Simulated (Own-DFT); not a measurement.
# One trend across several semiconductors

Source: density functional calculations with Own-DFT, an unreviewed in-house program that is no longer used. Nothing was measured or relaxed, and spin and spin-orbit coupling are left out.

Caveats (not all hold for every row): forces on such cells moved up to 12 meV/angstrom on a denser k mesh; forces not confirmed at this smearing and k mesh; k mesh not checked against a denser one; forces on such cells passed a denser k mesh, each cell not checked; stress not checked against mesh or cutoff.

All runs are PBE with PseudoDojo norm-conserving files; cutoff and k mesh are each material's own. Every cell starts from measured lattice constants and was given uniform random strains and small random moves of its atoms. Each triple is the change of volume in per cent, the rms move u in Å and the pressure in GPa.

- wurtzite AlN (Al64N64), 10.45 Å³/atom unstrained: (-3.33, 0.048, 12.91); (-2.69, 0.052, 11.70); (-1.38, 0.052, 9.16); (-0.03, 0.049, 5.69); (0.12, 0.053, 5.50); (1.73, 0.048, 1.86); (2.19, 0.050, 1.19)
- wurtzite GaN (Ga48N48), 11.42 Å³/atom unstrained: (-1.27, 0.047, 9.50); (-1.25, 0.052, 10.21); (-0.68, 0.049, 8.66); (-0.15, 0.052, 7.80); (-0.03, 0.046, 7.12); (0.85, 0.052, 5.89); (3.13, 0.046, 1.35)
- diamond silicon (Si64), 20.02 Å³/atom unstrained: (-1.64, 0.052, 4.40); (-1.08, 0.053, 3.62); (-0.54, 0.048, 3.04); (-0.39, 0.050, 3.07); (1.26, 0.051, 1.36); (1.79, 0.049, 0.93); (2.01, 0.054, 1.03)
- zincblende GaAs (As32Ga32), 22.58 Å³/atom unstrained: (-3.56, 0.049, 6.89); (-2.94, 0.053, 6.59); (-1.07, 0.053, 5.07); (0.56, 0.050, 3.76); (1.46, 0.050, 2.97); (2.68, 0.052, 2.12); (3.92, 0.053, 1.47)
- zincblende InP (In32P32), 25.27 Å³/atom unstrained: withheld
- grey tin (Sn64), 34.15 Å³/atom unstrained: (-1.89, 0.051, 4.93); (-0.86, 0.052, 4.17); (-0.84, 0.051, 4.37); (-0.61, 0.051, 4.05); (0.43, 0.053, 3.51); (1.26, 0.048, 3.14); (1.52, 0.053, 2.89)

## What the rows give

Fit a line to each set against the fractional change of volume; B is minus its slope, and u is nearly the same within a set. To take it to zero pressure, assume that B rises by 4 GPa for each GPa: B0 = B - 4 x (mean pressure). The bond length of an ideal tetrahedral crystal with the unstrained volume v is d = (√3/4)(8 v)^(1/3). Cohen's empirical rule reads B0 = (1971 - 220 L) d^(-3.5) GPa, with L = 0 for group IV crystals and SiC and 1 for III-V compounds.

| material | L | d (Å) | B (GPa) | mean P (GPa) | B0 (GPa) | rule (GPa) |
|---|---|---|---|---|---|---|
| wurtzite AlN (Al64N64) | 1 | 1.893 | 218 ± 4 | 6.9 | 190 ± 4 | 188 |
| wurtzite GaN (Ga48N48) | 1 | 1.950 | 192 ± 8 | 7.2 | 164 ± 8 | 169 |
| diamond silicon (Si64) | 0 | 2.352 | 94 ± 5 | 2.5 | 84 ± 5 | 99 |
| zincblende GaAs (As32Ga32) | 1 | 2.448 | 76 ± 2 | 4.1 | 59 ± 2 | 76 |
| zincblende InP (In32P32) | 1 | 2.541 | ? | ? | ? | 67 |
| grey tin (Sn64) | 0 | 2.810 | 57 ± 3 | 3.9 | 42 ± 3 | 53 |

A line through ln[B0/(1971 - 220 L)] against ln d has a slope of -4.2 ± 0.2 and a scatter of 5 %. Against the rule, B0 stands at 102 % for wurtzite AlN, 97 % for wurtzite GaN, 85 % for diamond silicon, 77 % for zincblende GaAs, 79 % for grey tin. PBE tends to make silicon and heavier crystals too soft, and the rule itself is only a guide.

## Prediction

Asked: what B0 does the fitted trend give for zincblende InP (In32P32)?

Estimate: 54 GPa. Its own runs give B = 76 ± 2 GPa at a mean pressure of 3.9 GPa, so B0 = 60 GPa.
